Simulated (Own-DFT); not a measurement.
# How strain changes the stress of wurtzite AlGaN with randomly placed atoms, 72 atoms (Al27Ga9N36)

Calculated results; nothing here was measured. The program, named Own-DFT, is a retired in-house plane-wave density functional code that no person has reviewed. Each row is one single-point run on a periodic cell that was not relaxed, without spin or spin-orbit coupling.

Settings of every run: PBE; PseudoDojo norm-conserving scalar-relativistic files; cutoff 42 hartree; 4 x 4 x 3 k mesh centred on Gamma; Fermi-Dirac smearing of 0.1 eV.

Known limits: forces on such cells passed a denser k mesh, each cell not checked; stress not checked against mesh or cutoff.

Unstrained cell vectors in Å: (9.394, 0.000, 0.000); (-4.697, 8.135, 0.000); (0.000, 0.000, 10.066). The unstrained cell has measured lattice constants (interpolated for alloys), not those of this functional. That, the random moves and any unrelaxed bonds set the pressure at no strain. Each run strains this cell uniformly, with the atoms carried along. Every atom was also moved at random, by a Gaussian of width 0.05 Å on each axis. The random placing of the alloy's atoms differs from row to row. Strain is the symmetric tensor, in per cent. Stress is positive in tension, and the pressure is minus a third of its trace.

```
run  e_xx (%)  e_yy (%)  e_zz (%)  s_xx (GPa)  s_yy (GPa)  s_zz (GPa)  P (GPa)  E (meV/atom)
  1      3.00      3.00      0.00        9.37        6.09       -1.72    -4.58          12.2
  2     -3.00     -3.00      0.00      -27.70      -26.90      -10.97    21.86          73.8
  3      2.75      2.75      0.00        7.10        7.32       -2.44    -4.00           3.1
  4      1.00      1.00      0.00       -0.88       -1.28       -5.10     2.42           3.8
  5     -0.25     -0.25      0.00       -8.41      -10.00       -6.89     8.44          36.7
  6      0.50      0.50      0.00       -4.13       -3.51       -5.34     4.32           0.0
  7     -2.00     -2.00      0.00      -17.69      -17.92      -11.70    15.77          28.5
  8     -0.50     -0.50      0.00      -12.97       -9.25       -6.20     9.48          35.0
  9      1.75      1.75      0.00           ?           ?           ?        ?             ?
```

E is the free energy for each atom above the lowest run shown.

## Worked fit

The change of volume is close to e_xx + e_yy + e_zz. A straight line through the runs shown gives P = 7.61 - 217 x (fractional change of volume) GPa, with an error of 9 on the slope and a scatter of 0.96 GPa. The strain isn't the same on all axes and the cell isn't cubic, so the slope belongs to this path and is not the bulk modulus.

## Withheld run

Question: what pressure should run 9 give? Its volume changes by 3.53 %.

The line gives -0.1 GPa. The calculation gave -0.13 GPa.
